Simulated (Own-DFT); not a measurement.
# Point defects and the pressure they add: wurtzite GaN

Calculated, not measured: single-point runs of Own-DFT, a retired in-house plane-wave DFT program that no person has reviewed, on unrelaxed cells, without spin or spin-orbit coupling.

Settings: PBE; PseudoDojo norm-conserving scalar-relativistic files; cutoff 42 hartree; 4 x 4 x 3 k mesh centred on Gamma; Fermi-Dirac smearing of 0.1 eV.

Known weak points (not all hold for every row): not probed for a lower state with spin; forces not confirmed at this smearing and k mesh; stress not checked against mesh or cutoff.

All runs share one cell, with vectors in Å (9.567, 0.000, 0.000); (-4.784, 8.285, 0.000); (0.000, 0.000, 10.370) and a volume of 822.0 Å³. Atoms were moved at random from their sites; u is the rms move along one axis. The defect's site can differ from row to row.

```
cell,formula,u (Å),P (GPa)
no defect,Ga36N36,0.0195,5.92
no defect,Ga36N36,0.0196,5.93
no defect,Ga36N36,0.0499,7.69
one N on a Ga site,Ga35N37,0.0282,5.27
one N on a Ga site,Ga35N37,0.0304,5.54
one N on a Ga site,Ga35N37,0.0538,7.00
one Ga on an N site,Ga37N35,0.0302,?
one Ga on an N site,Ga37N35,0.0335,11.94
one Ga on an N site,Ga37N35,0.0487,13.04
one Ga on an N site,Ga37N35,0.0507,13.58
```

## Worked fit

P = P0 + c u² + a shift for each defect gives P0 = 5.58 GPa, c = 856 ± 60 GPa/Å² and a scatter of 0.16 GPa. The shifts, and each times the cell's volume:

- one Ga on an N site: 5.54 ± 0.14 GPa, 28.4 eV
- one N on a Ga site: -0.96 ± 0.13 GPa, -4.9 eV

Positive is outwards. The product with the volume (160.2 GPa Å³ to the eV) is nearly free of the cell's size; divided by the bulk modulus at the cell's pressure it gives the volume that the defect adds. The atoms around the defects weren't relaxed, which would change these numbers.

## Prediction

The question: what pressure belongs in the blank (one Ga on an N site, u = 0.0302 Å)?

Estimate: 11.90 ± 0.20 GPa. The calculation gave 11.80 GPa.
